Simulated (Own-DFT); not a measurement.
# Which defects push the lattice out? C11b WSi2

Source: density functional calculations with Own-DFT, an unreviewed in-house program that is no longer used. Nothing was measured or relaxed, and spin and spin-orbit coupling are left out.

All runs used: PBE; PseudoDojo norm-conserving scalar-relativistic files; cutoff 50 hartree; 5 x 5 x 5 k mesh centred on Gamma; cold (Marzari-Vanderbilt) smearing of 0.2 eV.

Limits: forces on such cells failed a check on a denser k mesh; stress not checked against mesh or cutoff.

All runs share one cell, with vectors in Å (-2.148, -5.953, 3.409); (-6.444, 2.976, 1.136); (-2.553, -2.948, -6.757) and a volume of 403.2 Å³. u is the rms random offset of the atoms per axis. The defect's site can differ from row to row.

```
cell,formula,u (Å),P (GPa)
no defect,Si20W10,0.0208,4.53
no defect,Si20W10,0.0208,4.40
no defect,Si20W10,0.0570,6.70
one Si vacancy,Si19W10,0.0281,3.26
one Si vacancy,Si19W10,0.0310,3.43
one Si vacancy,Si19W10,0.0467,4.25
one W on a Si site,Si19W11,0.0296,10.13
one W on a Si site,Si19W11,0.0309,9.86
one W on a Si site,Si19W11,0.0510,11.68
one Si on a W site,Si21W9,0.0290,5.76
one Si on a W site,Si21W9,0.0309,6.39
one Si on a W site,Si21W9,0.0479,6.87
one Si on a W site,Si21W9,0.0510,?
```

## Working it out

P = P0 + c u² + a shift for each defect gives P0 = 4.12 GPa, c = 793 ± 74 GPa/Å² and a scatter of 0.23 GPa. The shifts, and each times the cell's volume:

- one W on a Si site: 5.26 ± 0.19 GPa, 13.2 eV
- one Si on a W site: 1.14 ± 0.19 GPa, 2.9 eV
- one Si vacancy: -1.51 ± 0.19 GPa, -3.8 eV

A positive shift means that the defect pushes the cell outwards. Shift times volume (160.2 GPa Å³ is 1 eV) depends little on the cell's size, so, taken for each site, it can be compared between cells at like pressure. The atoms around the defects weren't relaxed, which would change these numbers.

## Withheld run

Q: what pressure belongs in the blank (one Si on a W site, u = 0.0510 Å)?

From the fit: 7.33 ± 0.28 GPa. The hidden result is 7.22 GPa.
